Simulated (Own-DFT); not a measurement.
Simulation results for Al3GaAs4 (zincblende random alloy, strained, atoms displaced)

All values are calculated (Own-DFT development build). A calculation, not a measurement: plane-wave PBE density functional theory by an unreviewed code, no spin, of a simulated periodic cell, stress positive in tension, free energy of the whole cell less one offset for each atom, forces on such cells passed a denser k mesh, this cell's mesh not checked; offsets are fitted by least squares, one for each functional and potential file, so energies compare only between cells with the same atoms and settings and are not formation energies; the far tail of each file's local potential was reset to the Coulomb form; each entry is a single point on an unrelaxed cell, so the pressure reflects the starting lattice, mostly measured values, from which strain is counted, and rises with the displacements; printed positions are rounded, which can move forces by about a meV/angstrom; the program is a retired in-house code; no spin-orbit coupling; before rounding, a Quantum ESPRESSO 7.3.1 run of the same cell and cutoff gave forces within 1 meV/angstrom rms on each cell, which checks the program and not the settings.

```json
{"formula": "Al3GaAs4", "kind": "zincblende random alloy, strained, atoms displaced", "structure": {"cell_angstrom": [[11.256, -0.0187, 0.1734], [-0.0187, 11.2824, -0.0051], [0.1734, -0.0051, 11.136]], "atoms_fractional": [["Ga", 0.99941, 0.99834, 0.99726], ["Al", 0.99042, 0.25284, 0.26006], ["Al", 0.24913, 0.00387, 0.25499], ["Al", 0.25625, 0.25109, 0.99805], ["As", 0.12423, 0.12372, 0.12405], ["As", 0.12348, 0.36793, 0.37994], ["As", 0.38112, 0.12159, 0.37296], ["As", 0.38216, 0.36473, 0.12794], ["Al", 0.00209, 0.99566, 0.50331], ["Al", 0.00064, 0.2512, 0.74725], ["Ga", 0.24844, 0.99863, 0.74829], ["Ga", 0.24402, 0.25017, 0.48919], ["As", 0.12514, 0.11966, 0.63024], ["As", 0.12428, 0.36872, 0.87805], ["As", 0.37431, 0.12885, 0.86575], ["As", 0.38017, 0.38262, 0.62331], ["Al", 0.01183, 0.49273, 0.00076], ["Al", 0.00058, 0.74427, 0.25198], ["Al", 0.24974, 0.4951, 0.25509], ["Ga", 0.24676, 0.75379, 0.0009], ["As", 0.12894, 0.62992, 0.12279], ["As", 0.12695, 0.87199, 0.3734], ["As", 0.3758, 0.6228, 0.3739], ["As", 0.38168, 0.87083, 0.12664], ["Al", 0.00522, 0.49851, 0.504], ["Ga", 0.99928, 0.74602, 0.75295], ["Al", 0.25154, 0.50256, 0.75069], ["Al", 0.24485, 0.7489, 0.49725], ["As", 0.13012, 0.62147, 0.62561], ["As", 0.1235, 0.86824, 0.8727], ["As", 0.37246, 0.62608, 0.87672], ["As", 0.37343, 0.87399, 0.62958], ["Al", 0.51024, 0.9957, 0.00209], ["Al", 0.50795, 0.24718, 0.254], ["Al", 0.74309, 0.99231, 0.2538], ["Al", 0.75095, 0.24974, 0.00259], ["As", 0.6258, 0.11987, 0.12231], ["As", 0.62742, 0.37364, 0.37623], ["As", 0.87728, 0.12168, 0.38133], ["As", 0.87393, 0.37944, 0.12176], ["Al", 0.4993, 0.00027, 0.49944], ["Ga", 0.51196, 0.24862, 0.74842], ["Al", 0.74375, 0.00256, 0.74993], ["Ga", 0.74641, 0.24934, 0.5022], ["As", 0.62727, 0.12527, 0.63572], ["As", 0.62589, 0.37191, 0.87521], ["As", 0.86847, 0.12136, 0.87445], ["As", 0.87804, 0.37174, 0.62837], ["Al", 0.49915, 0.50496, 0.00029], ["Al", 0.50079, 0.74455, 0.24799], ["Al", 0.75742, 0.50277, 0.24735], ["Al", 0.74513, 0.7518, 0.00445], ["As", 0.63089, 0.62728, 0.13271], ["As", 0.62332, 0.87015, 0.36836], ["As", 0.87345, 0.62328, 0.37543], ["As", 0.87757, 0.87779, 0.12762], ["Ga", 0.49971, 0.50192, 0.5032], ["Al", 0.49505, 0.74418, 0.74731], ["Al", 0.7461, 0.4954, 0.74456], ["Al", 0.73919, 0.75587, 0.50093], ["As", 0.62427, 0.62089, 0.61981], ["As", 0.63051, 0.86845, 0.87454], ["As", 0.87597, 0.62688, 0.87698], ["As", 0.87605, 0.883, 0.62848]]}, "settings": {"functional": "PBE", "potential_files": "PseudoDojo norm-conserving, scalar-relativistic, standard set", "wave_cutoff [hartree]": 42.0, "occupations": "Fermi-Dirac", "smearing_width [eV]": 0.1, "k_mesh": "3 x 3 x 3 centred on Gamma"}, "results": {"free_energy_of_cell_above_offsets [eV]": "-17.582", "pressure [GPa]": 5.34, "stress_xx [GPa]": -5.18, "stress_yy [GPa]": -5.09, "stress_zz [GPa]": -5.76, "stress_yz [GPa]": 0.48, "stress_xz [GPa]": 2.26, "stress_xy [GPa]": -0.22, "force_element": ["Ga", "Al", "Al", "Al", "As", "As", "As", "As", "Al", "Al", "Ga", "Ga", "As", "As", "As", "As", "Al", "Al", "Al", "Ga", "As", "As", "As", "As", "Al", "Ga", "Al", "Al", "As", "As", "As", "As", "Al", "Al", "Al", "Al", "As", "As", "As", "As", "Al", "Ga", "Al", "Ga", "As", "As", "As", "As", "Al", "Al", "Al", "Al", "As", "As", "As", "As", "Ga", "Al", "Al", "Al", "As", "As", "As", "As"], "force_x [eV/angstrom]": [0.077, 0.444, 0.293, -0.286, -0.079, -0.667, -0.461, -0.271, 0.353, -0.21, 0.119, 1.393, 0.01, 0.828, 0.573, -0.783, -0.877, -0.216, 0.211, 0.811, -0.185, -0.41, -0.203, -0.708, -0.619, -0.154, -0.036, 0.848, -0.535, 0.136, -0.055, 0.155, -1.184, 0.005, 1.277, 0.033, 0.462, 0.172, -0.865, 0.447, 0.335, -1.711, 0.767, 0.526, -0.127, 0.031, 0.72, -0.277, 0.27, -0.504, -0.574, 1.225, -0.436, -0.978, 0.205, -0.25, 0.138, 0.621, 0.61, 1.393, 0.123, -0.82, -0.518, -0.611], "force_y [eV/angstrom]": [0.328, -0.141, -0.302, -0.337, 0.41, 0.964, 0.229, 0.87, 0.526, -0.55, 0.137, -0.762, 0.462, -0.124, -0.906, -1.655, 1.435, 0.729, 0.162, 0.499, -1.435, -0.03, -0.129, 0.482, 0.324, 0.294, -0.501, 0.271, 0.156, 0.635, -0.316, -0.472, 0.221, 0.054, 1.355, 0.112, 0.269, 0.377, -0.645, -0.802, -0.128, 1.158, -0.505, 0.036, -0.82, 0.444, 0.334, 0.161, -0.282, 0.334, -0.226, 0.177, -0.975, -0.123, 0.028, -0.795, 0.146, 0.5, 0.704, 0.032, 0.297, -0.154, -1.195, -1.342], "force_z [eV/angstrom]": [-0.071, -1.267, -0.901, 0.284, 0.328, -0.97, 0.333, 0.047, -0.367, 0.702, 0.626, 1.679, -0.883, -0.862, 0.801, 0.45, 0.031, -0.272, -0.726, -0.12, 0.703, 0.07, 0.241, 0.017, -0.109, -0.703, 0.351, 0.212, 0.091, 0.122, 0.24, -0.93, -0.922, -0.351, -0.604, -0.183, 0.748, -0.157, -0.104, 0.261, 0.55, 0.323, 0.576, 0.098, -2.087, 0.578, -0.051, -0.59, 0.343, 0.196, 0.536, -0.077, -0.722, 1.038, 0.946, 0.176, -1.116, 0.184, 0.624, 0.116, 0.703, -0.528, 0.384, -0.036]}}
```
